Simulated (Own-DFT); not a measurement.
# Computed records: Si₃Ge (diamond-structure random alloy, atoms displaced)

Computed with Own-DFT development build. A calculation, not a measurement: plane-wave density functional theory by an unreviewed code, no spin, of a simulated periodic cell, stress positive in tension, run twice, with PBE and with PBEsol, both on files made for PBE, so the change isn't that of files made for PBEsol, forces on such cells passed a denser k mesh, this cell's mesh not checked; the far tail of each file's local potential was reset to the Coulomb form; each entry is a single point on an unrelaxed cell, so the pressure reflects the starting lattice, mostly measured values (interpolated for alloys), from which strain is counted, and rises with the displacements; printed positions are rounded, which can move forces by about a meV/angstrom; the program, named Own-DFT, is a retired in-house code; no spin-orbit coupling; stress was not checked against mesh or cutoff.

Common to all runs: functional PBE, then PBEsol; potential files PseudoDojo norm-conserving, scalar-relativistic, standard set; wave cutoff 42 hartree; occupations Fermi-Dirac; smearing width 0.1 eV; k mesh 3 x 3 x 3 centred on Gamma.

(1) Si₃Ge (diamond-structure random alloy, atoms displaced)

```
Si3Ge
1.0
     10.9755     0.0000     0.0000
      0.0000    10.9755     0.0000
      0.0000     0.0000    10.9755
Si Ge Si Ge Si Ge Si Ge Si Ge Si Ge Si Ge Si Ge Si Ge Si Ge Si Ge
1 2 1 1 5 1 2 1 3 1 1 1 1 2 1 1 9 1 14 1 10 4
Direct
  0.99322 0.99257 0.00424
  0.99695 0.25604 0.24162
  0.25555 0.01412 0.26044
  0.24003 0.23994 0.00071
  0.12788 0.12031 0.12137
  0.11263 0.37203 0.38118
  0.37130 0.12115 0.37343
  0.37836 0.37753 0.12041
  0.99954 0.99724 0.50341
  0.00102 0.24850 0.74044
  0.24434 0.99719 0.74641
  0.24803 0.24698 0.49878
  0.12645 0.12768 0.62766
  0.11644 0.36594 0.87434
  0.37055 0.12133 0.87415
  0.37760 0.36942 0.61756
  0.99696 0.50697 0.00038
  0.99449 0.74572 0.24642
  0.25252 0.49439 0.26651
  0.25157 0.74760 0.99998
  0.12081 0.62326 0.12026
  0.12607 0.87632 0.38734
  0.37032 0.62672 0.37532
  0.36755 0.87541 0.13352
  0.00285 0.49817 0.49426
  0.99593 0.75527 0.74303
  0.24796 0.49992 0.74545
  0.24945 0.75457 0.48945
  0.11851 0.62083 0.61991
  0.12768 0.86273 0.88179
  0.38682 0.62286 0.86876
  0.36847 0.87203 0.61625
  0.51478 0.00698 0.00116
  0.49577 0.25732 0.25889
  0.75923 0.00241 0.24557
  0.75619 0.24802 0.99860
  0.61205 0.13030 0.12543
  0.62735 0.37843 0.37370
  0.87837 0.12618 0.37522
  0.86511 0.37735 0.13176
  0.49731 0.99423 0.49743
  0.50518 0.25606 0.74887
  0.74738 0.00254 0.75200
  0.75326 0.25587 0.50707
  0.62803 0.12330 0.61605
  0.62575 0.37244 0.86120
  0.87306 0.12153 0.87155
  0.87843 0.36898 0.62954
  0.49786 0.49689 0.99550
  0.48917 0.75016 0.25212
  0.75304 0.49596 0.25282
  0.74351 0.74526 0.99027
  0.62884 0.63155 0.12239
  0.62619 0.88053 0.37022
  0.87032 0.63385 0.38168
  0.88313 0.87144 0.11905
  0.50507 0.49681 0.50915
  0.50472 0.74531 0.75136
  0.75403 0.48195 0.75734
  0.74828 0.74463 0.49543
  0.62729 0.62711 0.62923
  0.62042 0.87063 0.87876
  0.87937 0.62278 0.87462
  0.87440 0.87349 0.61941
```

* PBE pressure: 3.15 GPa
* PBE stress xx: -3.11 GPa
* PBE stress yy: -3.25 GPa
* PBE stress zz: -3.08 GPa
* PBE stress yz: -0.27 GPa
* PBE stress xz: -0.23 GPa
* PBE stress xy: -0.27 GPa
* PBEsol pressure: 1.35 GPa
* PBEsol stress xx: -1.33 GPa
* PBEsol stress yy: -1.45 GPa
* PBEsol stress zz: -1.28 GPa
* PBEsol stress yz: -0.28 GPa
* PBEsol stress xz: -0.22 GPa
* PBEsol stress xy: -0.3 GPa
* rms change of force components from PBE to PBEsol: 0.048 eV/Å

Force:
| force element | PBE force x (eV/Å) | PBE force y (eV/Å) | PBE force z (eV/Å) | PBEsol force x (eV/Å) | PBEsol force y (eV/Å) | PBEsol force z (eV/Å) |
| --- | --- | --- | --- | --- | --- | --- |
| Si | 1.393 | 0.725 | -1.707 | 1.436 | 0.784 | -1.656 |
| Ge | 0.232 | -0.817 | 0.681 | 0.263 | -0.837 | 0.637 |
| Ge | -1.932 | -2.755 | -1.791 | -1.971 | -2.701 | -1.779 |
| Si | 2.032 | 1.374 | -0.738 | 1.907 | 1.35 | -0.704 |
| Ge | -1.386 | -0.439 | 0.613 | -1.352 | -0.431 | 0.682 |
| Si | 2.151 | -0.937 | -1.213 | 2.008 | -0.919 | -1.185 |
| Si | 2.247 | 2.275 | 2.162 | 2.157 | 2.18 | 2.075 |
| Si | -1.271 | -0.646 | 0.774 | -1.266 | -0.643 | 0.752 |
| Si | 0.062 | 1.55 | -0.038 | 0.063 | 1.43 | -0.034 |
| Si | -0.476 | -0.973 | 1.112 | -0.42 | -0.918 | 1.161 |
| Ge | 0.364 | -0.554 | 0.681 | 0.353 | -0.542 | 0.663 |
| Si | -0.099 | 0.054 | -0.14 | -0.102 | 0.053 | -0.153 |
| Si | -0.353 | -0.455 | -0.961 | -0.288 | -0.511 | -0.905 |
| Ge | 0.553 | 1.174 | 0.193 | 0.531 | 1.142 | 0.189 |
| Si | 1.117 | 0.471 | 0.124 | 1.054 | 0.416 | 0.075 |
| Si | -0.507 | 0.39 | 0.872 | -0.513 | 0.379 | 0.858 |
| Si | 0.05 | -1.711 | 0.779 | 0.021 | -1.691 | 0.671 |
| Ge | 0.861 | 0.326 | 0.541 | 0.862 | 0.345 | 0.556 |
| Si | -1.212 | -0.435 | -2.171 | -1.142 | -0.379 | -2.085 |
| Ge | 0.998 | -0.773 | 0.379 | 0.974 | -0.752 | 0.376 |
| Si | 1.088 | -0.798 | 1.266 | 1.093 | -0.692 | 1.261 |
| Ge | -0.908 | 0.716 | -2.101 | -0.884 | 0.71 | -2.107 |
| Ge | 0.866 | -1.062 | 1.256 | 0.893 | -0.98 | 1.179 |
| Si | 0.716 | 1.211 | -1.185 | 0.667 | 1.156 | -1.13 |
| Ge | -1.86 | 0.755 | 1.108 | -1.82 | 0.74 | 1.081 |
| Si | 1.13 | -1.045 | 0.704 | 1.022 | -1.011 | 0.68 |
| Si | 0.429 | -0.259 | 0.032 | 0.388 | -0.294 | 0.074 |
| Si | 0.002 | -1.609 | 2.166 | -0.01 | -1.592 | 2.022 |
| Si | 1.142 | 1.235 | 0.553 | 1.069 | 1.17 | 0.483 |
| Si | -1.478 | 1.406 | -1.213 | -1.367 | 1.369 | -1.171 |
| Si | -1.564 | -0.492 | 0.281 | -1.587 | -0.453 | 0.315 |
| Si | 0.897 | -0.328 | 0.9 | 0.841 | -0.285 | 0.943 |
| Si | -3.055 | -1.028 | -0.156 | -2.973 | -1.093 | -0.22 |
| Si | -0.085 | -0.438 | -0.774 | -0.1 | -0.429 | -0.748 |
| Ge | -0.87 | 0.081 | -0.404 | -0.843 | 0.076 | -0.396 |
| Si | -1.346 | 0.209 | 0.019 | -1.32 | 0.202 | 0.02 |
| Si | 2.098 | 1.022 | 0.932 | 2.109 | 1.004 | 0.979 |
| Si | -0.021 | -0.169 | 0.936 | -0.02 | -0.167 | 0.926 |
| Si | 0.034 | 0.399 | 0.648 | 0.029 | 0.394 | 0.549 |
| Si | 0.848 | 0.281 | -1.922 | 0.9 | 0.221 | -1.867 |
| Si | 0.288 | 0.558 | 0.014 | 0.274 | 0.547 | 0.014 |
| Si | -1.28 | -1.95 | -0.959 | -1.268 | -1.941 | -0.952 |
| Si | -0.294 | -0.488 | -0.644 | -0.302 | -0.569 | -0.633 |
| Si | -0.165 | -0.743 | -1.357 | -0.161 | -0.719 | -1.342 |
| Si | -0.66 | 0.131 | 0.907 | -0.656 | 0.122 | 0.885 |
| Si | -0.25 | -0.409 | 2.948 | -0.262 | -0.405 | 2.938 |
| Si | 0.801 | 0.215 | 0.24 | 0.807 | 0.22 | 0.233 |
| Si | -0.215 | 0.924 | -0.676 | -0.163 | 0.974 | -0.718 |
| Si | 1.4 | 0.316 | 0.006 | 1.398 | 0.312 | 0.011 |
| Ge | 1.793 | 0.371 | -0.622 | 1.698 | 0.317 | -0.553 |
| Si | -0.844 | 1.85 | 0.309 | -0.826 | 1.851 | 0.321 |
| Si | 1.522 | 0.296 | 1.212 | 1.512 | 0.312 | 1.09 |
| Si | -0.769 | -1.326 | 0.446 | -0.806 | -1.277 | 0.491 |
| Si | 0.013 | -0.767 | 0.24 | 0.024 | -0.752 | 0.147 |
| Si | 0.553 | -1.955 | -1.325 | 0.661 | -1.942 | -1.327 |
| Si | -2.251 | -0.759 | 0.161 | -2.235 | -0.79 | 0.263 |
| Si | -0.481 | 0.357 | -1.176 | -0.453 | 0.447 | -1.145 |
| Si | -1.223 | 1.239 | -0.786 | -1.1 | 1.242 | -0.793 |
| Si | 0.839 | 2.193 | -1.303 | 0.857 | 2.263 | -1.287 |
| Si | -1.11 | 1.586 | 0.481 | -1.124 | 1.583 | 0.582 |
| Ge | 1.001 | -1.23 | 0.145 | 0.977 | -1.2 | 0.142 |
| Ge | 0.386 | 0.91 | -0.873 | 0.379 | 0.882 | -0.857 |
| Ge | -0.851 | 0.325 | -0.984 | -0.835 | 0.32 | -0.962 |
| Ge | -1.086 | 0.421 | 0.397 | -1.062 | 0.406 | 0.383 |

(2) Si₃Ge (diamond-structure random alloy, atoms displaced)

```
Si3Ge
1.0
     10.9755     0.0000     0.0000
      0.0000    10.9755     0.0000
      0.0000     0.0000    10.9755
Si Ge Si Ge Si Ge Si Ge Si Ge Si Ge Si Ge Si Ge Si Ge Si Ge Si Ge Si Ge Si Ge Si Ge Si
2 1 1 1 2 1 4 1 6 1 1 1 1 1 1 1 4 1 3 1 10 1 2 1 7 1 1 3 3
Direct
  0.00671 0.00256 0.99967
  0.00300 0.24805 0.24854
  0.24825 0.00804 0.24957
  0.25443 0.25323 0.99621
  0.12931 0.12122 0.12467
  0.11984 0.37119 0.37912
  0.37729 0.13868 0.37340
  0.37458 0.37376 0.11974
  0.00712 0.99459 0.50152
  0.00954 0.24854 0.74756
  0.25075 0.00079 0.75147
  0.25198 0.24137 0.49789
  0.12999 0.12968 0.62404
  0.13141 0.37600 0.88872
  0.36897 0.12679 0.88452
  0.37125 0.36930 0.62095
  0.99949 0.50693 0.99308
  0.99693 0.75605 0.25072
  0.25338 0.50780 0.25397
  0.24889 0.74579 0.99970
  0.12353 0.62913 0.12118
  0.11901 0.88325 0.37175
  0.37521 0.61932 0.38245
  0.39031 0.88459 0.12409
  0.01471 0.50133 0.49826
  0.99943 0.75772 0.74322
  0.25524 0.50151 0.75240
  0.25361 0.74536 0.49444
  0.12739 0.62464 0.63178
  0.13086 0.86740 0.87290
  0.37089 0.62645 0.87383
  0.38599 0.87748 0.62586
  0.48975 0.99750 0.00042
  0.49580 0.25463 0.25861
  0.75018 0.00571 0.23850
  0.75162 0.24567 0.98584
  0.63142 0.12690 0.11734
  0.62579 0.37326 0.36761
  0.86545 0.12064 0.37786
  0.88173 0.37827 0.13398
  0.48975 0.00899 0.50966
  0.50700 0.24992 0.74651
  0.75481 0.99701 0.74591
  0.74306 0.24945 0.50179
  0.62145 0.12980 0.62799
  0.62426 0.36489 0.86548
  0.86527 0.12947 0.88024
  0.87177 0.38003 0.62332
  0.49605 0.50039 0.99886
  0.50056 0.75578 0.25510
  0.75166 0.49177 0.25406
  0.75366 0.74888 0.99983
  0.62397 0.62924 0.11973
  0.62393 0.87193 0.38360
  0.87679 0.62338 0.37383
  0.87732 0.86980 0.12577
  0.50001 0.50074 0.50050
  0.50218 0.74572 0.74318
  0.74780 0.49628 0.74420
  0.75856 0.74923 0.50129
  0.62240 0.62228 0.63071
  0.63180 0.87751 0.87442
  0.87509 0.62737 0.87920
  0.87159 0.86958 0.62995
```

* PBE pressure: 3.29 GPa
* PBE stress xx: -3.2 GPa
* PBE stress yy: -3.33 GPa
* PBE stress zz: -3.34 GPa
* PBE stress yz: -0.28 GPa
* PBE stress xz: 0.12 GPa
* PBE stress xy: 0.91 GPa
* PBEsol pressure: 1.49 GPa
* PBEsol stress xx: -1.41 GPa
* PBEsol stress yy: -1.54 GPa
* PBEsol stress zz: -1.54 GPa
* PBEsol stress yz: -0.3 GPa
* PBEsol stress xz: 0.14 GPa
* PBEsol stress xy: 0.92 GPa
* rms change of force components from PBE to PBEsol: 0.052 eV/Å

Force:
| force element | PBE force x (eV/Å) | PBE force y (eV/Å) | PBE force z (eV/Å) | PBEsol force x (eV/Å) | PBEsol force y (eV/Å) | PBEsol force z (eV/Å) |
| --- | --- | --- | --- | --- | --- | --- |
| Si | -1.14 | -1.044 | -0.706 | -1.071 | -0.981 | -0.651 |
| Si | -0.695 | -0.302 | 0.853 | -0.636 | -0.372 | 0.796 |
| Ge | 1.795 | -0.67 | 0.725 | 1.688 | -0.671 | 0.655 |
| Si | -0.728 | -0.559 | 1.055 | -0.702 | -0.543 | 1.149 |
| Ge | -0.646 | 1.714 | -0.994 | -0.572 | 1.619 | -0.908 |
| Si | 1.485 | -0.14 | -0.872 | 1.474 | -0.157 | -0.867 |
| Si | -0.29 | -2.005 | 0.579 | -0.329 | -2.042 | 0.523 |
| Ge | -0.326 | 0.239 | 1.638 | -0.276 | 0.279 | 1.55 |
| Si | -2.181 | 1.155 | 0.939 | -2.057 | 1.129 | 0.91 |
| Si | -1.625 | 1.207 | 1.277 | -1.546 | 1.141 | 1.209 |
| Si | 0.539 | -0.518 | 0.245 | 0.489 | -0.463 | 0.188 |
| Si | -0.292 | 1.873 | -0.247 | -0.358 | 1.793 | -0.189 |
| Ge | -0.246 | -1.446 | 0.062 | -0.238 | -1.415 | 0.059 |
| Si | -0.736 | 0.485 | -2.051 | -0.732 | 0.485 | -2.017 |
| Si | 0.999 | -0.341 | -1.878 | 0.99 | -0.333 | -1.858 |
| Si | 0.263 | 0.171 | 0.587 | 0.302 | 0.211 | 0.542 |
| Si | 0.182 | -0.791 | 1.441 | 0.177 | -0.783 | 1.411 |
| Si | 0.144 | -1.18 | -0.304 | 0.202 | -1.113 | -0.239 |
| Si | -1.091 | -1.014 | -0.487 | -1.043 | -1.042 | -0.527 |
| Ge | 0.483 | 1.181 | 0.797 | 0.55 | 1.13 | 0.746 |
| Si | -0.472 | -0.504 | 1.254 | -0.417 | -0.452 | 1.191 |
| Ge | 1.268 | -1.583 | 0.08 | 1.282 | -1.503 | 0.031 |
| Si | 0.23 | 1.185 | -1.391 | 0.306 | 1.109 | -1.312 |
| Ge | -2.576 | -2.111 | 1.771 | -2.591 | -2.064 | 1.75 |
| Si | -1.821 | 0.34 | 0.66 | -1.797 | 0.356 | 0.657 |
| Ge | 0.366 | -1.427 | 1.418 | 0.357 | -1.401 | 1.385 |
| Si | -0.902 | -1.196 | -0.385 | -0.833 | -1.132 | -0.325 |
| Si | -0.455 | 0.99 | 1.145 | -0.497 | 1.028 | 1.099 |
| Si | 0.591 | 0.038 | -0.864 | 0.534 | 0.1 | -0.791 |
| Si | -0.555 | 1.655 | -0.031 | -0.548 | 1.53 | -0.022 |
| Ge | 1.037 | 0.158 | -0.708 | 1.008 | 0.153 | -0.596 |
| Si | -1.857 | -0.634 | 0.189 | -1.846 | -0.644 | 0.193 |
| Si | 3.123 | 2.037 | -1.878 | 3.026 | 1.943 | -1.794 |
| Si | 1.334 | -0.107 | -2.193 | 1.28 | -0.061 | -2.237 |
| Ge | -0.151 | -1.4 | 1.182 | -0.136 | -1.368 | 1.147 |
| Si | -0.7 | 1.975 | 2.934 | -0.756 | 2.046 | 2.867 |
| Si | -1.886 | 0.587 | -0.174 | -1.824 | 0.535 | -0.115 |
| Si | -0.115 | 0.019 | 1.354 | -0.156 | 0.061 | 1.391 |
| Si | 1.416 | 0.48 | 0.17 | 1.355 | 0.421 | 0.119 |
| Si | -0.249 | -0.399 | -1.751 | -0.241 | -0.397 | -1.737 |
| Si | 1.405 | 0.088 | -1.51 | 1.383 | 0.109 | -1.51 |
| Si | -2.645 | -0.753 | 0.063 | -2.57 | -0.675 | 0.127 |
| Si | -0.727 | 1.017 | 0.552 | -0.715 | 1.014 | 0.532 |
| Si | 0.519 | 0.34 | -0.253 | 0.505 | 0.346 | -0.248 |
| Si | 0.78 | -1.21 | -0.382 | 0.786 | -1.207 | -0.372 |
| Ge | 0.227 | 1.413 | 1.27 | 0.231 | 1.457 | 1.228 |
| Si | 3.045 | -2.039 | -2.167 | 3.025 | -2.036 | -2.159 |
| Si | 1.625 | -0.987 | -0.867 | 1.55 | -0.926 | -0.806 |
| Ge | 1.291 | 0.047 | -0.446 | 1.197 | 0.011 | -0.467 |
| Si | 0.302 | -1.218 | 0.238 | 0.241 | -1.163 | 0.18 |
| Si | -0.144 | 1.5 | -0.848 | -0.149 | 1.496 | -0.839 |
| Si | -0.335 | 0.413 | 0.141 | -0.334 | 0.415 | 0.134 |
| Si | 0.298 | -0.356 | 1.215 | 0.241 | -0.399 | 1.162 |
| Si | -0.202 | 1.416 | -0.388 | -0.12 | 1.394 | -0.349 |
| Si | 0.794 | -0.52 | -0.073 | 0.737 | -0.475 | -0.02 |
| Si | 0.144 | 0.914 | -0.823 | 0.095 | 0.961 | -0.776 |
| Ge | 0.265 | -1.229 | -0.13 | 0.307 | -1.159 | -0.083 |
| Si | -0.081 | 1.378 | 1.649 | -0.062 | 1.255 | 1.629 |
| Ge | 0.897 | 0.459 | 1.442 | 0.779 | 0.46 | 1.399 |
| Ge | -0.962 | -0.458 | -0.178 | -0.967 | -0.478 | -0.14 |
| Ge | 0.524 | 0.448 | -1.206 | 0.549 | 0.366 | -1.205 |
| Si | -0.968 | -0.417 | -0.167 | -0.961 | -0.41 | -0.156 |
| Si | -0.216 | -0.01 | -1.328 | -0.22 | 0 | -1.407 |
| Si | 0.645 | 1.648 | -1.245 | 0.649 | 1.511 | -1.233 |

(3) Si₃Ge (diamond-structure random alloy, atoms displaced)

```
Si3Ge
1.0
     10.9755     0.0000     0.0000
      0.0000    10.9755     0.0000
      0.0000     0.0000    10.9755
Si Ge Si Ge Si Ge Si Ge Si Ge Si Ge Si Ge Si Ge Si Ge Si Ge Si Ge Si Ge Si
1 1 2 2 1 1 1 1 8 3 5 1 2 2 3 1 11 1 6 1 1 1 1 1 6
Direct
  0.00939 0.99995 0.00096
  0.00610 0.24920 0.26162
  0.24380 0.00161 0.25224
  0.25432 0.25584 0.01049
  0.12030 0.12166 0.12829
  0.12043 0.37950 0.38575
  0.37074 0.13024 0.37930
  0.37340 0.37291 0.12370
  0.98825 0.00951 0.49224
  0.99081 0.25127 0.74722
  0.24400 0.99605 0.75136
  0.24946 0.25649 0.49365
  0.12330 0.12425 0.62193
  0.11467 0.37893 0.87123
  0.37790 0.12628 0.87981
  0.38471 0.37825 0.62667
  0.99952 0.49373 0.99785
  0.99359 0.74952 0.24477
  0.24826 0.50078 0.24765
  0.25738 0.75264 0.00366
  0.12293 0.62520 0.13004
  0.12110 0.88627 0.38004
  0.37832 0.62510 0.37745
  0.37376 0.87390 0.11821
  0.98846 0.50597 0.49159
  0.99724 0.75542 0.75026
  0.25862 0.50100 0.74807
  0.24964 0.74274 0.50456
  0.11916 0.62782 0.60937
  0.12418 0.88373 0.87631
  0.37360 0.62271 0.87280
  0.38253 0.87091 0.62137
  0.50127 0.99395 0.00939
  0.49054 0.25539 0.24059
  0.75851 0.99688 0.25767
  0.74455 0.25230 0.00974
  0.62572 0.13206 0.12711
  0.62258 0.36807 0.37393
  0.87814 0.12987 0.37263
  0.87533 0.37990 0.13101
  0.50577 0.00117 0.50053
  0.50337 0.23048 0.74779
  0.75473 0.99656 0.75756
  0.74929 0.24179 0.50174
  0.62589 0.13045 0.62509
  0.61495 0.38316 0.87114
  0.87007 0.12358 0.87017
  0.87385 0.37352 0.62719
  0.49524 0.49922 0.99800
  0.50584 0.75125 0.25137
  0.74565 0.50686 0.24760
  0.74233 0.75905 0.99946
  0.63613 0.62839 0.12355
  0.62024 0.88189 0.37169
  0.87413 0.62953 0.38218
  0.87419 0.87142 0.12049
  0.49508 0.49261 0.49498
  0.49948 0.75405 0.74933
  0.75267 0.49803 0.75309
  0.74704 0.74641 0.49682
  0.63398 0.63870 0.63142
  0.62207 0.87691 0.87483
  0.87739 0.62551 0.88431
  0.87263 0.86650 0.62535
```

- PBE pressure: 3.17 GPa
- PBE stress xx: -3.21 GPa
- PBE stress yy: -3.13 GPa
- PBE stress zz: -3.18 GPa
- PBE stress yz: 0.07 GPa
- PBE stress xz: 0.52 GPa
- PBE stress xy: 0.03 GPa
- PBEsol pressure: 1.37 GPa
- PBEsol stress xx: -1.41 GPa
- PBEsol stress yy: -1.33 GPa
- PBEsol stress zz: -1.38 GPa
- PBEsol stress yz: 0.11 GPa
- PBEsol stress xz: 0.55 GPa
- PBEsol stress xy: 0.05 GPa
- rms change of force components from PBE to PBEsol: 0.05 eV/Å

Force:
| force element | PBE force x (eV/Å) | PBE force y (eV/Å) | PBE force z (eV/Å) | PBEsol force x (eV/Å) | PBEsol force y (eV/Å) | PBEsol force z (eV/Å) |
| --- | --- | --- | --- | --- | --- | --- |
| Si | -2.115 | 0.487 | -0.139 | -2.072 | 0.475 | -0.133 |
| Ge | -0.842 | 0.837 | -1.387 | -0.741 | 0.819 | -1.354 |
| Si | 1.279 | -0.479 | 0.177 | 1.219 | -0.427 | 0.112 |
| Si | -1.859 | -1.203 | -2.41 | -1.829 | -1.164 | -2.286 |
| Ge | 1.081 | 0.806 | -0.158 | 1.023 | 0.834 | -0.102 |
| Ge | 0.53 | 0.607 | -0.632 | 0.509 | 0.577 | -0.708 |
| Si | 0.54 | -0.559 | -0.986 | 0.545 | -0.557 | -0.972 |
| Ge | 0.236 | 1.754 | -0.063 | 0.182 | 1.765 | -0.022 |
| Si | 1.01 | -1.249 | 1.88 | 0.98 | -1.237 | 1.869 |
| Ge | 1.522 | -0.383 | -0.111 | 1.44 | -0.425 | -0.065 |
| Si | 1.701 | 1.187 | -1.082 | 1.635 | 1.113 | -1.01 |
| Si | 0.457 | -0.395 | 2.168 | 0.389 | -0.321 | 2.093 |
| Si | 0.135 | 0.151 | -0.302 | 0.091 | 0.19 | -0.262 |
| Si | 1.733 | -0.739 | 0.258 | 1.723 | -0.75 | 0.163 |
| Si | -0.789 | -0.902 | 0.307 | -0.788 | -0.892 | 0.324 |
| Si | -0.501 | -1.811 | -0.054 | -0.537 | -1.745 | 0.019 |
| Si | -0.27 | 0.85 | 0.817 | -0.226 | 0.876 | 0.858 |
| Si | 0.664 | 0.312 | 1.771 | 0.66 | 0.315 | 1.654 |
| Ge | 0.513 | 0.046 | 1.212 | 0.46 | 0.016 | 1.134 |
| Ge | -1.513 | -0.638 | -0.868 | -1.512 | -0.674 | -0.895 |
| Ge | -0.47 | 0.059 | -1.168 | -0.373 | 0.038 | -1.136 |
| Si | -0.042 | -1.487 | -0.364 | -0.047 | -1.475 | -0.345 |
| Si | -0.177 | 0.15 | -0.416 | -0.217 | 0.119 | -0.453 |
| Si | 0.601 | 0.642 | 2.608 | 0.521 | 0.574 | 2.529 |
| Si | 0.437 | -0.886 | 1.868 | 0.483 | -0.953 | 1.805 |
| Si | 0.482 | -1.187 | 0.094 | 0.528 | -1.142 | 0.149 |
| Ge | -2.246 | -0.558 | -1.023 | -2.137 | -0.494 | -0.946 |
| Si | 0.504 | 1.623 | -1.268 | 0.509 | 1.606 | -1.259 |
| Si | -0.386 | -0.578 | 2.049 | -0.367 | -0.613 | 2.062 |
| Ge | 0.184 | -1.698 | -0.183 | 0.21 | -1.691 | -0.14 |
| Ge | 0.67 | 0.755 | 0.734 | 0.602 | 0.77 | 0.671 |
| Si | -1.511 | 0.945 | -0.113 | -1.439 | 0.882 | -0.063 |
| Si | 0.463 | 1.301 | -0.922 | 0.47 | 1.283 | -0.907 |
| Si | 1.449 | -1.503 | 1.954 | 1.358 | -1.422 | 1.87 |
| Ge | -0.457 | 1.244 | -1.206 | -0.458 | 1.13 | -1.176 |
| Si | 0.434 | 0.996 | -1.345 | 0.476 | 0.961 | -1.379 |
| Si | -0.546 | -1.227 | 0.62 | -0.508 | -1.262 | 0.656 |
| Si | 0.075 | 0.406 | -0.442 | 0.087 | 0.387 | -0.439 |
| Si | -1.234 | 0.071 | 0.507 | -1.213 | 0.096 | 0.378 |
| Si | -0.121 | -0.529 | -0.073 | -0.069 | -0.56 | -0.022 |
| Si | -1.113 | 0.913 | 0.448 | -1.038 | 0.854 | 0.388 |
| Si | -0.825 | 2.731 | 0.811 | -0.826 | 2.689 | 0.81 |
| Si | -1.251 | -0.642 | -1.802 | -1.176 | -0.577 | -1.736 |
| Si | 0.347 | 1.283 | -0.508 | 0.355 | 1.262 | -0.508 |
| Si | 0.991 | -2.229 | -0.058 | 0.999 | -2.213 | -0.064 |
| Si | 0.782 | -1.603 | 0.07 | 0.757 | -1.587 | 0.053 |
| Ge | 0.399 | 0.409 | 2.237 | 0.442 | 0.447 | 2.141 |
| Si | -0.899 | 0.896 | -1.243 | -0.826 | 0.825 | -1.183 |
| Si | 0.895 | 0.662 | 0.597 | 0.778 | 0.667 | 0.61 |
| Si | -0.976 | -0.56 | -0.909 | -0.914 | -0.505 | -0.857 |
| Si | 0.826 | -0.885 | 1.289 | 0.812 | -0.881 | 1.292 |
| Si | 0.635 | -1.043 | -0.768 | 0.679 | -0.97 | -0.719 |
| Si | -1.889 | 0.019 | -0.342 | -1.869 | 0.022 | -0.353 |
| Ge | 0.589 | -0.964 | 0.661 | 0.635 | -0.898 | 0.602 |
| Si | -0.883 | 0.275 | -2.18 | -0.872 | 0.288 | -2.17 |
| Ge | 0.399 | 0.711 | -0.283 | 0.354 | 0.736 | -0.236 |
| Si | 1.563 | 1.204 | 0.566 | 1.549 | 1.194 | 0.552 |
| Ge | 0.44 | -0.261 | 0.344 | 0.392 | -0.298 | 0.377 |
| Si | -0.166 | 0.832 | 0.03 | -0.153 | 0.82 | 0.031 |
| Si | 0.025 | 1.151 | 0.305 | -0.028 | 1.195 | 0.239 |
| Si | -0.634 | -2.315 | -0.561 | -0.69 | -2.239 | -0.49 |
| Si | -0.06 | 0.582 | 0.315 | -0.12 | 0.534 | 0.253 |
| Si | -0.514 | 0.321 | -0.734 | -0.508 | 0.336 | -0.708 |
| Si | -0.301 | 1.292 | -0.594 | -0.3 | 1.28 | -0.599 |
